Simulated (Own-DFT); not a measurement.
# Misfit strain and the stress it brings: wurtzite AlGaN with randomly placed atoms, 72 atoms (Al9Ga27N36)

Everything here is calculated. The program is Own-DFT (plane waves, in-house, since retired, never reviewed by a person); positions were held fixed, and spin and spin-orbit coupling were off.

Settings: PBE; PseudoDojo norm-conserving scalar-relativistic files (stringent for Ga); cutoff 96 hartree; 4 x 4 x 3 k mesh centred on Gamma; Gaussian smearing of 0.01 eV.

Caveats: forces on such cells passed a denser k mesh, each cell not checked; stress not checked against mesh or cutoff.

Unstrained cell vectors in Å: (9.509, 0.000, 0.000); (-4.755, 8.235, 0.000); (0.000, 0.000, 10.268). The unstrained cell has measured lattice constants (interpolated for alloys), not those of this functional. That, the random moves and any unrelaxed bonds set the pressure at no strain. Each run strains x and y alike by e, as a substrate would, and holds the height along z. All atoms carry random offsets, Gaussian with a width of 0.05 Å per axis. The random placing of the alloy's atoms differs from row to row. Stress is positive in tension.

| e (%) | u (Å) | (s_xx + s_yy)/2 (GPa) | s_zz (GPa) |
|---|---|---|---|
| -2.25 | 0.051 | -21.07 | -10.84 |
| -1.50 | 0.048 | -15.17 | -9.95 |
| -1.00 | 0.050 | -12.63 | -8.75 |
| -0.75 | 0.053 | -11.75 | -7.25 |
| -0.25 | 0.047 | -7.84 | -8.78 |
| 0.25 | 0.052 | ? | ? |
| 0.50 | 0.051 | -4.67 | -5.29 |
| 0.75 | 0.049 | -1.98 | -7.68 |
| 1.75 | 0.050 | 1.82 | -5.31 |
| 2.75 | 0.049 | 6.24 | -4.50 |

## Analysis

With e as a fraction, the in-plane stress is -6.7 + 557 e - 3162 e² GPa (errors 13 and 836, scatter 0.58), and s_zz is -7.6 + 126 e GPa (slope ± 22, scatter 0.99). At e = 0 the first slope is C11 + C12 and the second 2 C13, both with the ions held to the strained lattice and at the cell's own pressure. The term in e² is negative: the layer stiffens under compression and softens under tension. A free layer would change its height as e changes, and the in-plane slope would drop by 2 C13²/C33 to the biaxial modulus. At fixed height, a misfit of 1 % moves the in-plane stress by about 5.6 GPa and s_zz by 1.3 GPa.

## Test on the hidden row

Question: what are the two stresses at e = 0.25 %?

From the fit: -5.4 and -7.3 GPa. The calculation gave -5.34 and -7.43 GPa.
